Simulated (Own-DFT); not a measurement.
# Computed records: SiC (4H silicon carbide, atoms displaced)

A calculation, not a measurement: plane-wave PBE density functional theory by an unreviewed code, no spin, of a simulated periodic cell, stress positive in tension, free energy of the whole cell less one offset for each atom, forces on such cells passed a denser k mesh, this cell's mesh not checked; offsets are fitted by least squares, one for each functional and potential file, so energies compare only between cells with the same atoms and settings and are not formation energies; the far tail of each file's local potential was reset to the Coulomb form; each entry is a single point on an unrelaxed cell, so the pressure reflects the starting lattice, mostly measured values (interpolated for alloys), from which strain is counted, and rises with the displacements; printed positions are rounded, which can move forces by about a meV/angstrom; the program, named Own-DFT, is a retired in-house code; no spin-orbit coupling. Program: Own-DFT development build.

```xyz
72
Lattice="9.2481 0.0000 0.0000 -4.6241 8.0091 0.0000 0.0000 0.0000 10.0681" Properties=species:S:1:pos:R:3:force_x:R:1:force_y:R:1:force_z:R:1 formula=SiC functional=PBE potential_files=PseudoDojo_norm-conserving,scalar-relativistic,standard_set wave_cutoff=42 occupations=Fermi-Dirac smearing_width=0.1 hardware=one_NVIDIA_H100 k_mesh=4_x_4_x_3_centred_on_Gamma free_energy_of_cell_above_offsets=-10.728 pressure=3.68 stress_xx=-2.42 stress_yy=-3.68 stress_zz=-4.94 stress_yz=0.1 stress_xz=0.37 stress_xy=-0.52 wall_time=362.6
Si     0.0010     0.0485     4.1239      -0.62     -1.168     -0.734
Si    -0.0125     1.7458     1.5627      0.306      0.368     -0.331
C      4.5960     7.9732     0.9290      1.085      0.563     -0.264
C     -0.0511     1.7778     3.4422      1.721      0.053      0.322
Si    -1.5048     2.6804     4.0897     -1.152      0.307     -0.048
Si    -1.5482     4.4532     1.5364      0.008      0.161      0.939
C     -1.5278     2.6799     0.9504     -0.672     -0.342      -0.47
C     -1.5505     4.4399     3.4559      0.728      0.753      0.022
Si    -3.0656     5.3656     4.0793      0.148     -1.499      0.634
Si    -3.0805     7.0862     1.5673     -0.292      0.824     -0.057
C      6.0899     5.3296     1.0067      2.302      0.374     -2.261
C     -3.0992     7.0727     3.4551     -0.132      1.613       0.17
Si    -1.5749     7.9992     4.0281      0.335     -0.531      1.652
Si     3.1061     1.7086     1.5572     -0.839      2.385      0.576
C      3.1105     0.0301     0.9391     -0.427     -2.046      0.136
C      3.0875     1.7156     3.4833       0.02      1.506     -0.822
Si     1.5687     2.6767     4.0715     -0.675     -0.602     -0.478
Si     1.5113     4.4593     1.6250       0.51     -0.627     -1.575
C      1.5421     2.6500     0.9182       0.04      0.084      0.717
C      1.5458     4.4297     3.4475      0.302      0.829      1.128
Si     0.0155     5.3822     4.1338     -0.413     -0.787     -1.433
Si     0.0299     7.1455     1.5951     -0.352     -0.778     -0.202
C      0.0036     5.3512     0.9503     -0.308      0.259     -0.385
C     -0.0080     7.1594     3.4680     -0.003     -0.542      0.155
Si     6.1355     0.0424     4.1167      0.743     -0.298     -0.635
Si     6.1281     1.8098     1.5656      0.874     -0.387      0.207
C      1.5621     7.9823     0.9908     -0.035      1.056     -0.556
C      6.1934     1.8022     3.4444     -0.525      0.021      0.588
Si     4.6359     2.6482     4.1157      0.194       0.46     -1.045
Si     4.6239     4.4938     1.5650     -1.494     -1.429      1.047
C      4.5931     2.6783     0.9557      0.396      0.264     -0.429
C      4.6563     4.4662     3.5051     -0.525     -0.502     -0.748
Si     3.1329     5.3746     4.0614     -1.037     -0.529      0.815
Si     3.1236     7.1168     1.5956      -1.01     -0.272      -0.23
C      3.0634     5.3496     0.9198      0.042     -0.215      0.961
C      3.0531     7.1301     3.4496      0.644      0.406      0.627
Si     4.5934     7.9976     9.0832      0.527       0.94      0.867
Si     4.6540     6.2429     6.6045     -1.135     -1.352     -0.051
C      4.5988     7.9606     5.9915      1.047      1.444      0.037
C      4.6026     6.2743     8.4930      0.435     -1.289     -0.142
Si    -3.0780     5.3575     9.0815     -0.545      0.093      1.105
Si     6.1647     3.5314     6.6340       0.52       0.07     -0.694
C      6.1954     5.2782     6.0099     -1.323      1.041     -0.882
C      6.1784     3.5831     8.4777     -0.458     -0.304      0.895
Si     7.6939     2.6688     9.1341      0.049     -0.106     -0.034
Si     7.7412     0.8852     6.6752     -1.389      0.068     -2.038
C     -1.5299     2.7156     5.9690     -0.154     -1.461      0.323
C      7.6746     0.8761     8.4949      0.335      0.489      1.119
Si     6.1536     0.0219     9.1850     -0.454     -0.233      -1.15
Si     1.5156     6.1815     6.5935      0.157      1.449     -0.013
C      1.5439     7.9940     5.9533     -0.364      0.562      1.112
C      1.5042     6.2726     8.4751      1.047     -0.561      0.526
Si     3.0906     5.3408     9.1452     -0.706      0.289     -1.144
Si     3.1169     3.4915     6.6008      -1.12      1.705     -0.501
C      3.0418     5.3473     5.9793      1.294     -0.905     -0.157
C      3.0858     3.5463     8.4808      0.038      0.633      0.142
Si     4.6203     2.6897     9.1134      0.081     -0.148      0.362
Si     4.5451     0.9191     6.5804      2.716     -0.624      0.576
C      4.6483     2.6808     5.9663     -0.217     -0.388      0.235
C      4.6322     0.9436     8.4669     -0.452      -0.93      0.948
Si    -1.5498     7.9773     9.1572      0.337      1.489     -1.193
Si    -1.6335     6.2323     6.6073      2.279      0.632      0.116
C      3.0933     0.0535     5.9939     -1.718     -1.601      -1.13
C     -1.5543     6.2542     8.5015      0.363     -0.631      0.121
Si     0.0461     5.3457     9.0964     -1.182     -0.138      0.524
Si    -0.0047     3.5606     6.5793      0.171       0.08      0.326
C     -0.0164     5.3321     5.9650     -0.496       0.32      0.777
C     -0.0506     3.5504     8.4896      1.236      0.337     -0.212
Si     1.5522     2.6913     9.1044     -0.681     -0.431      0.313
Si     1.5456     0.9145     6.6335     -0.384     -0.836     -0.833
C      1.5231     2.6267     5.9261      0.366      0.861      0.896
C      1.5361     0.9049     8.4809     -0.105     -0.297      0.858
```

Units: wave_cutoff in hartree; smearing_width, free_energy_of_cell_above_offsets in eV; pressure, stress_xx, stress_yy, stress_zz, stress_yz, stress_xz, stress_xy in GPa; wall_time in s; force_x, force_y, force_z in eV/Å.
